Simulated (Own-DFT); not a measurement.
Simulation results for AlN (wurtzite, atoms displaced)

All values are calculated (Own-DFT development build). A calculation, not a measurement: plane-wave PBE density functional theory by an unreviewed code, no spin, of a simulated periodic cell, stress positive in tension, free energy of the whole cell less one offset for each atom, forces on such cells passed a denser k mesh, this cell's mesh not checked; offsets are fitted by least squares, one for each functional and potential file, so energies compare only between cells with the same atoms and settings and are not formation energies; the far tail of each file's local potential was reset to the Coulomb form; each entry is a single point on an unrelaxed cell, so the pressure reflects the starting lattice, mostly measured values (interpolated for alloys), from which strain is counted, and rises with the displacements; printed positions are rounded, which can move forces by about a meV/angstrom; the program, named Own-DFT, is a retired in-house code; no spin-orbit coupling.

## AlN (wurtzite, atoms displaced)

```
cell vectors (Å)
  12.4480     0.0000     0.0000
  -6.2240    10.7803     0.0000
   0.0000     0.0000     9.9640
atoms (fractions of the cell vectors)
Al  0.08255  0.16402  0.00037
Al  0.16676  0.08297  0.25222
N   0.08492  0.16388  0.19283
N   0.16957  0.08299  0.44296
Al  0.08291  0.16513  0.50239
Al  0.16481  0.08113  0.75119
N   0.08430  0.16638  0.69111
N   0.16313  0.08039  0.94094
Al  0.08292  0.41689  0.00118
Al  0.16746  0.33346  0.25183
N   0.08116  0.41402  0.18968
N   0.16793  0.33278  0.43732
Al  0.08125  0.41460  0.50271
Al  0.16701  0.33554  0.74698
N   0.08324  0.42015  0.69098
N   0.16803  0.33436  0.94181
Al  0.08302  0.66574  0.99966
Al  0.16537  0.58195  0.25396
N   0.08365  0.66929  0.18872
N   0.16896  0.58240  0.44602
Al  0.08465  0.67122  0.50326
Al  0.16693  0.58300  0.74706
N   0.08515  0.66663  0.69112
N   0.16452  0.58302  0.93891
Al  0.08611  0.92150  0.00051
Al  0.16749  0.83158  0.24934
N   0.08337  0.91669  0.19002
N   0.16488  0.83574  0.43968
Al  0.08596  0.91604  0.49927
Al  0.16197  0.82871  0.75364
N   0.08588  0.91787  0.68802
N   0.16571  0.83399  0.94143
Al  0.33178  0.16656  0.00194
Al  0.41644  0.08263  0.25192
N   0.33391  0.16888  0.18940
N   0.41780  0.08499  0.44262
Al  0.33546  0.16603  0.49917
Al  0.42013  0.08692  0.75116
N   0.33129  0.16440  0.68698
N   0.41749  0.08337  0.93966
Al  0.33672  0.41901  0.99892
Al  0.41765  0.33246  0.24985
N   0.33448  0.41783  0.19021
N   0.41698  0.33406  0.43854
Al  0.33086  0.41695  0.49854
Al  0.41886  0.33453  0.75136
N   0.33263  0.41658  0.68989
N   0.41890  0.33696  0.94193
Al  0.33227  0.66310  0.00276
Al  0.41794  0.58533  0.25258
N   0.33288  0.66756  0.19192
N   0.41443  0.57950  0.44135
Al  0.33208  0.66378  0.49689
Al  0.41544  0.57978  0.74704
N   0.33385  0.66549  0.69498
N   0.41437  0.58244  0.94139
Al  0.33233  0.91561  0.00193
Al  0.41478  0.83250  0.24816
N   0.33237  0.91676  0.19279
N   0.41716  0.83578  0.43921
Al  0.33154  0.91440  0.49718
Al  0.41932  0.83511  0.74927
N   0.33404  0.91517  0.69384
N   0.41825  0.83678  0.94055
Al  0.58643  0.16723  0.00185
Al  0.66504  0.08398  0.24937
N   0.57951  0.16371  0.18945
N   0.66623  0.08268  0.44239
Al  0.58110  0.16426  0.50118
Al  0.66576  0.08358  0.75000
N   0.58430  0.16666  0.68816
N   0.66586  0.08453  0.93908
Al  0.58624  0.41881  0.00285
Al  0.67126  0.33532  0.25330
N   0.58300  0.41335  0.18822
N   0.66568  0.33197  0.43957
Al  0.58348  0.41586  0.49968
Al  0.66712  0.33725  0.74897
N   0.58386  0.41563  0.69002
N   0.66671  0.33357  0.93622
Al  0.58326  0.66714  0.99993
Al  0.66573  0.58595  0.25133
N   0.58508  0.66716  0.19183
N   0.66902  0.58571  0.44354
Al  0.58100  0.66520  0.50059
Al  0.66709  0.58673  0.74876
N   0.58354  0.66691  0.68959
N   0.66546  0.58219  0.94493
Al  0.58386  0.91589  0.00356
Al  0.67059  0.83620  0.25105
N   0.58212  0.91542  0.19322
N   0.66779  0.83295  0.44183
Al  0.58488  0.91493  0.50315
Al  0.66910  0.83300  0.74972
N   0.58530  0.91599  0.69343
N   0.66771  0.83293  0.94105
Al  0.83374  0.16950  0.00151
Al  0.91556  0.08215  0.25323
N   0.83227  0.16701  0.18990
N   0.91827  0.08519  0.44189
Al  0.83555  0.16692  0.49851
Al  0.91866  0.08335  0.74818
N   0.83438  0.16689  0.69324
N   0.91463  0.08361  0.93918
Al  0.83617  0.42109  0.00021
Al  0.91513  0.33491  0.24995
N   0.83410  0.41952  0.19514
N   0.91606  0.33234  0.44404
Al  0.83255  0.41625  0.49980
Al  0.91747  0.33301  0.74971
N   0.83568  0.41698  0.69207
N   0.91585  0.33340  0.93855
Al  0.83089  0.66635  0.99739
Al  0.91849  0.58709  0.25222
N   0.83409  0.66808  0.19237
N   0.91781  0.58529  0.43937
Al  0.83447  0.66642  0.49940
Al  0.91577  0.58496  0.75104
N   0.83433  0.66513  0.69161
N   0.91380  0.58098  0.94056
Al  0.83248  0.91638  0.99791
Al  0.91247  0.83269  0.25037
N   0.83608  0.92007  0.18853
N   0.91751  0.83585  0.44122
Al  0.83564  0.91775  0.49997
Al  0.91716  0.83296  0.75428
N   0.83371  0.91505  0.69128
N   0.91732  0.83410  0.94099
```

```
functional                        : PBE
potential files                   : PseudoDojo norm-conserving, scalar-relativistic, standard set
wave cutoff                       : 42 hartree
occupations                       : Fermi-Dirac
smearing width                    : 0.1 eV
hardware                          : one NVIDIA H100
k mesh                            : 2 x 2 x 2 centred on Gamma
free energy of cell above offsets : -62.301 eV
pressure                          : 3.77 GPa
stress xx                         : -3.81 GPa
stress yy                         : -3.22 GPa
stress zz                         : -4.28 GPa
stress yz                         : 0.03 GPa
stress xz                         : 0.03 GPa
stress xy                         : 0.41 GPa
wall time                         : 375.5 s
```

Force:
```
element  x (eV/Å)  y (eV/Å)  z (eV/Å)
     Al    -0.532     0.652     0.142
     Al      0.36    -0.218     0.008
      N    -0.901     0.483    -0.143
      N    -0.559      0.05    -0.234
     Al      0.72     0.235    -0.506
     Al     0.568     0.373    -0.426
      N    -0.166     0.279     0.003
      N     0.474     1.057    -0.314
     Al     0.142    -0.193    -0.517
     Al     0.145    -0.313    -0.986
      N    -0.009      0.53     0.605
      N    -0.782    -0.159     1.102
     Al      0.32     0.147    -0.405
     Al    -0.024    -0.336     0.843
      N     0.487    -0.923    -0.147
      N    -0.082    -0.285    -0.302
     Al    -0.267      0.28    -0.176
     Al    -0.127         0    -0.432
      N      0.49    -0.892     0.524
      N    -1.203     -0.01    -0.675
     Al     0.293    -0.681    -0.409
     Al     0.173      0.47      0.62
      N    -0.779    -0.168     0.093
      N     0.371    -0.026     0.315
     Al    -0.073    -1.459     0.458
     Al    -0.889     0.668    -0.136
      N    -0.071    -0.141     0.368
      N     1.095    -0.807    -0.209
     Al    -1.061     0.629     0.115
     Al     0.926      1.28    -0.413
      N    -0.511    -0.783     0.664
      N    -0.067    -0.272     0.308
     Al     0.505     0.211    -0.596
     Al     -0.43     0.301    -0.229
      N     0.114    -0.733     0.465
      N     0.041     -0.73    -0.512
     Al    -0.542      0.44     0.114
     Al    -0.409    -0.901    -0.296
      N     0.194     0.683     0.994
      N    -0.309     0.234     0.606
     Al    -0.594    -0.523     0.411
     Al    -0.265     0.378    -0.221
      N    -0.002     0.171     0.256
      N     0.023     0.033     0.467
     Al     0.853    -0.772     0.122
     Al    -0.377    -0.644    -0.263
      N     0.309    -0.302    -0.231
      N     0.212    -0.621    -0.241
     Al    -0.602     0.897    -0.812
     Al     0.065    -0.481    -0.617
      N    -0.006    -0.508     0.258
      N     0.107     0.926    -0.041
     Al     0.333     1.035     1.031
     Al    -0.245      0.79     0.671
      N     0.144     0.199    -1.012
      N     0.744     0.417    -0.334
     Al       0.1     0.434    -0.582
     Al     0.284     0.387     0.319
      N     0.151    -0.029    -0.122
      N     0.433     -0.88     0.185
     Al     0.045     0.635     1.044
     Al    -0.305    -0.436     0.379
      N    -0.548       0.2    -0.665
      N     0.259    -0.949     0.581
     Al    -0.918     0.116    -0.621
     Al     0.153    -0.304     0.352
      N     0.636      0.83     0.511
      N     0.296    -0.018    -0.237
     Al     0.506     0.298    -0.191
     Al     0.388     0.108    -0.045
      N    -0.131     0.484      0.45
      N     0.609    -0.374     0.564
     Al    -0.062    -0.869    -0.542
     Al    -1.085    -0.682    -0.698
      N     0.194      0.86      1.04
      N       0.2     0.129     0.529
     Al    -0.251     0.148    -0.187
     Al     0.917    -0.849    -0.054
      N    -0.516     0.832    -0.094
      N     0.239     0.274     1.018
     Al    -0.264    -0.193      0.13
     Al     0.841    -0.918    -0.063
      N    -0.616     0.469    -0.009
      N    -0.331    -0.497    -0.277
     Al     0.433     0.212    -0.195
     Al     0.388    -0.861     0.292
      N    -0.169    -0.106     0.251
      N     -0.18     0.545        -1
     Al    -0.284     0.354    -0.631
     Al    -0.471    -0.292    -0.104
      N     0.316     0.138    -0.132
      N     0.054    -0.055    -0.052
     Al    -0.527     0.393     -0.36
     Al    -0.483     0.123     0.178
      N      0.08     0.061    -0.342
      N    -0.242     -0.15    -0.002
     Al     0.022      -0.5    -0.668
     Al     0.319     0.767    -0.701
      N     0.073      0.06     0.556
      N     0.046    -0.437     0.029
     Al    -0.845    -0.195     0.719
     Al     -0.57    -0.025     0.404
      N     0.087    -0.169    -0.651
      N     0.399    -0.015     0.249
     Al    -0.314    -1.329    -0.035
     Al     0.501    -0.385     0.274
      N     0.331     0.123    -0.689
      N    -0.026      0.31    -0.668
     Al     0.093     0.139     0.343
     Al    -0.308    -0.034     0.063
      N    -0.526     0.303    -0.424
      N     0.091     0.418     0.674
     Al     0.566     0.247      0.74
     Al    -0.087    -0.045    -0.445
      N    -0.396    -0.249    -0.378
      N     0.337    -0.219     0.584
     Al    -0.201     0.559     0.137
     Al      0.85     -0.76    -0.141
      N    -0.558     0.579    -0.049
      N     0.148     1.156     0.055
     Al     0.209     0.478     0.075
     Al     1.137     0.478    -0.118
      N    -0.447    -0.483     0.259
      N     0.286    -0.432    -0.068
     Al    -0.226    -0.194     0.333
     Al     0.323     0.201    -0.964
      N      0.22     0.241    -0.081
      N     0.002    -0.117     0.235
```
